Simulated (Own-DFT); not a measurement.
## Calculated data, Si₃N₄ (beta silicon nitride, atoms displaced)

Computed with Own-DFT development build. A calculation, not a measurement: plane-wave PBE density functional theory by an unreviewed code, no spin, of a simulated periodic cell, stress positive in tension, free energy of the whole cell less one offset for each atom, some atoms lie very close together; forces on such cells moved up to 12 meV/angstrom on a denser k mesh; offsets are fitted by least squares, one for each functional and potential file, so energies compare only between cells with the same atoms and settings and are not formation energies; the far tail of each file's local potential was reset to the Coulomb form; each entry is a single point on an unrelaxed cell, so the pressure reflects the starting lattice, mostly measured values (interpolated for alloys), from which strain is counted, and rises with the displacements; printed positions are rounded, which can move forces by about a meV/angstrom; the program, named Own-DFT, is a retired in-house code; no spin-orbit coupling; before rounding, a Quantum ESPRESSO 7.3.1 run of the same cell and cutoff gave forces within 1 meV/angstrom rms on each cell, which checks the program and not the settings.

## Si₃N₄ (beta silicon nitride, atoms displaced)

```
Si3N4
1.0
     15.2120     0.0000     0.0000
     -7.6060    13.1740     0.0000
      0.0000     0.0000     5.8180
Si N Si N Si N Si N Si N Si N Si N Si N
6 8 6 8 6 8 6 8 6 8 6 8 6 8 6 8
Direct
  0.08350 0.37677 0.11028
  0.10284 0.20971 0.11446
  0.30048 0.41235 0.11719
  0.42289 0.12103 0.34416
  0.38204 0.28689 0.40163
  0.19666 0.08341 0.35547
  0.17024 0.00604 0.12790
  0.48674 0.15037 0.13587
  0.34768 0.31903 0.12057
  0.33055 0.48635 0.35957
  0.00363 0.34575 0.35930
  0.15072 0.16939 0.37222
  0.17918 0.35726 0.11406
  0.32060 0.16092 0.38157
  0.09001 0.39179 0.61365
  0.11833 0.20133 0.62563
  0.29567 0.41773 0.65840
  0.41419 0.11709 0.90626
  0.38627 0.30341 0.86488
  0.21216 0.09123 0.84244
  0.16503 0.00978 0.62532
  0.48381 0.15844 0.61755
  0.36633 0.33912 0.62831
  0.33448 0.49337 0.87406
  0.00251 0.33775 0.87202
  0.14302 0.16289 0.89123
  0.16956 0.33360 0.63965
  0.32826 0.15424 0.87564
  0.07123 0.87365 0.14091
  0.12627 0.70918 0.10787
  0.29229 0.91618 0.11588
  0.40523 0.61250 0.38073
  0.39100 0.79760 0.38618
  0.20982 0.59191 0.32919
  0.16540 0.51101 0.11181
  0.48743 0.65896 0.13817
  0.35524 0.83345 0.12308
  0.33925 0.99157 0.36789
  0.01832 0.84651 0.33886
  0.15908 0.66725 0.34567
  0.16082 0.82623 0.12308
  0.32742 0.66262 0.36011
  0.08005 0.88121 0.61583
  0.11978 0.70615 0.63737
  0.29700 0.91854 0.65076
  0.41548 0.62466 0.89634
  0.37018 0.79441 0.89039
  0.19681 0.58702 0.86339
  0.15726 0.51936 0.63164
  0.48511 0.65567 0.64680
  0.33736 0.83546 0.61561
  0.32730 0.97881 0.88137
  0.02117 0.86128 0.87908
  0.14900 0.66052 0.85760
  0.16028 0.82486 0.61898
  0.33238 0.66057 0.88529
  0.58172 0.38971 0.12442
  0.61657 0.20411 0.11946
  0.79895 0.42114 0.11645
  0.91796 0.11425 0.36683
  0.87854 0.29409 0.36796
  0.70987 0.08900 0.37295
  0.67537 0.03096 0.12154
  0.98763 0.15067 0.15844
  0.85373 0.34161 0.10364
  0.82631 0.48121 0.37360
  0.50343 0.34573 0.34807
  0.66247 0.18443 0.35208
  0.66492 0.33281 0.12870
  0.83186 0.16383 0.37824
  0.59750 0.38463 0.62898
  0.60516 0.19386 0.62645
  0.79810 0.41183 0.63513
  0.91322 0.11385 0.88702
  0.88333 0.29812 0.88420
  0.70660 0.08647 0.87454
  0.67443 0.02344 0.65990
  0.99044 0.14340 0.60588
  0.85501 0.33010 0.64211
  0.83690 0.48953 0.83897
  0.51958 0.34567 0.87499
  0.64992 0.17111 0.86226
  0.65831 0.33503 0.61380
  0.82851 0.17067 0.87831
  0.59773 0.89425 0.12674
  0.62390 0.71571 0.12350
  0.79715 0.91563 0.10289
  0.90840 0.61333 0.37851
  0.88797 0.80077 0.38604
  0.69298 0.58212 0.38678
  0.66731 0.51797 0.12535
  0.99940 0.64805 0.11640
  0.82046 0.81418 0.11530
  0.83617 0.98251 0.35634
  0.50815 0.85211 0.39263
  0.65549 0.66656 0.35963
  0.66901 0.82711 0.14802
  0.82113 0.65933 0.41480
  0.59128 0.88743 0.63799
  0.61249 0.69877 0.66048
  0.80250 0.91567 0.61623
  0.92073 0.61670 0.88802
  0.89381 0.81228 0.87630
  0.70235 0.57920 0.88183
  0.65803 0.51048 0.61031
  0.97492 0.63997 0.63936
  0.85690 0.84245 0.61538
  0.84107 0.98130 0.87968
  0.50395 0.85497 0.87173
  0.64661 0.66574 0.90122
  0.66077 0.83367 0.61079
  0.82162 0.65596 0.90223
```

It was run with functional PBE, potential files PseudoDojo norm-conserving, scalar-relativistic, standard set, wave cutoff 42 hartree, occupations Fermi-Dirac, smearing width 0.1 eV and k mesh 2 x 2 x 4 centred on Gamma.

It finds free energy of cell above offsets 21.336 eV; pressure 14.75 GPa; stress xx -13.29 GPa; stress yy -12.74 GPa; stress zz -18.22 GPa; stress yz -1.48 GPa; stress xz 2.98 GPa; stress xy -3.58 GPa.

Force:
| element | x (eV/Å) | y (eV/Å) | z (eV/Å) |
| --- | --- | --- | --- |
| Si | -3.679 | 3.107 | 0.626 |
| Si | 10.6 | 3.642 | 1.244 |
| Si | 3.985 | 1.021 | 1.047 |
| Si | -8.793 | -3.61 | 12.84 |
| Si | -1.21 | -0.118 | -5.288 |
| Si | -0.295 | -0.142 | 0.63 |
| N | -1.579 | -0.125 | -1.665 |
| N | 5.093 | 2.408 | -7.855 |
| N | -3.746 | 3.138 | 1.009 |
| N | 0.952 | -1.559 | 3.09 |
| N | 5.002 | 1.809 | 0.635 |
| N | -0.307 | -0.139 | -1.054 |
| N | -2.167 | -8.183 | 0.343 |
| N | 4.159 | 0.194 | -0.128 |
| Si | -1.452 | -2.386 | 0.44 |
| Si | 0.47 | 0.758 | 0.176 |
| Si | 1.71 | -1.218 | -6.23 |
| Si | -1.155 | -0.968 | -6.34 |
| Si | 4.622 | -2.932 | 4.823 |
| Si | -5.881 | -3.746 | 4.546 |
| N | -1.315 | -0.374 | -2.934 |
| N | -1.439 | -2.324 | 1.139 |
| N | -6.328 | 3.238 | -0.857 |
| N | 1.377 | -0.149 | 2.613 |
| N | 6.949 | 2.481 | -0.685 |
| N | 0.983 | -0.374 | -2.076 |
| N | -1.648 | -0.041 | -0.639 |
| N | 3.794 | 5.835 | 0.428 |
| Si | 16.32 | 9.448 | -20.87 |
| Si | 1.576 | -3.463 | 1.732 |
| Si | 0.618 | -3.363 | 6.087 |
| Si | 2.776 | 1.978 | 0.383 |
| Si | -7.86 | -2.284 | -0.994 |
| Si | -4.308 | -3.11 | 3.408 |
| N | -1.291 | -0.186 | -1.456 |
| N | 0.347 | 0.008 | 0.692 |
| N | -4.776 | 2.761 | 5.585 |
| N | 0.127 | -1.618 | 0.588 |
| N | -13.2 | -6.798 | 23.12 |
| N | -1.897 | 0.789 | 2.392 |
| N | -0.715 | 4.995 | -0.321 |
| N | 4.46 | 4.017 | 1.737 |
| Si | 3.855 | 0.519 | 0.566 |
| Si | -0.967 | -4.175 | -5.598 |
| Si | -1.238 | -2.58 | -8.612 |
| Si | 2.185 | -0.844 | -0.684 |
| Si | 3.686 | -2.098 | -6.436 |
| Si | 4.381 | -1.418 | 2.148 |
| N | 0.771 | -1.856 | -4.539 |
| N | -0.741 | -0.901 | -1.832 |
| N | 3.415 | -2.131 | 1.747 |
| N | 1.037 | 6.132 | 1.317 |
| N | -2.548 | -1.719 | -1.673 |
| N | -1.164 | 2.199 | 2.372 |
| N | -2.078 | 5.691 | 0.381 |
| N | -5.332 | 2.754 | -0.882 |
| Si | 2.752 | -1.643 | 0.153 |
| Si | 0.182 | 3.087 | -2.461 |
| Si | -0.905 | -2.981 | -1.006 |
| Si | -5.749 | -1.813 | 6.891 |
| Si | -1.623 | 0.398 | 0.736 |
| Si | -3.283 | 1.824 | 2.885 |
| N | -0.159 | -6.386 | 2.185 |
| N | -2.83 | -1.003 | -8.36 |
| N | -2.074 | 0.886 | 4.714 |
| N | 1.171 | 1.246 | -0.099 |
| N | 3.671 | 1.308 | 3.021 |
| N | 2.574 | -4.09 | 5.031 |
| N | -0.72 | 2.012 | -0.787 |
| N | 3.274 | 0.933 | -0.215 |
| Si | -11.81 | 1.865 | -0.567 |
| Si | 1.553 | 4.306 | -2.889 |
| Si | -0.371 | -4.272 | -4.991 |
| Si | -1.093 | 2.418 | -2.388 |
| Si | -0.676 | -1.687 | -1.206 |
| Si | -2.887 | 7.569 | 3.728 |
| N | -0.256 | -6.605 | -10.42 |
| N | -2.689 | -0.895 | 3.764 |
| N | -4.096 | 2.296 | -4.822 |
| N | -0.255 | 0.858 | 7.214 |
| N | -2.029 | -0.213 | -1.431 |
| N | 1.65 | -2.229 | 1.874 |
| N | 12.91 | -5.309 | 0.108 |
| N | 4.697 | -1.942 | 0.639 |
| Si | -3.612 | -2.872 | 0.009 |
| Si | -0.297 | -11.46 | 3.38 |
| Si | 0.129 | -4.757 | 5.857 |
| Si | 0.058 | -0.122 | 0.626 |
| Si | -2.032 | -5.073 | -4.042 |
| Si | 0.812 | 2.053 | -3.399 |
| N | -0.649 | -2.729 | 1.746 |
| N | -4.863 | -1.719 | 1.916 |
| N | 4.587 | 2.452 | 0.533 |
| N | -0.083 | 1.059 | 0.932 |
| N | 8.231 | 4.772 | -0.808 |
| N | -3.186 | 1.147 | 3.591 |
| N | -4.254 | 13.66 | -0.895 |
| N | 3.919 | 3.491 | -1.24 |
| Si | -4.656 | -0.081 | 0.436 |
| Si | -0.254 | 0.548 | -5.12 |
| Si | -2.737 | -0.849 | -1.223 |
| Si | -4.225 | -0.519 | 0.426 |
| Si | -2.327 | -5.11 | 1.218 |
| Si | -3.068 | 1.178 | -2.089 |
| N | -0.426 | 0.183 | 4.45 |
| N | 3.91 | 3.332 | -4.115 |
| N | 0.587 | 0.673 | 2.075 |
| N | -0.12 | 3.476 | -4.298 |
| N | 4.283 | 1.669 | 0.897 |
| N | 2.525 | -1.934 | -3.455 |
| N | 4.817 | 0.251 | 1.455 |
| N | 5.863 | 5.354 | -0.406 |
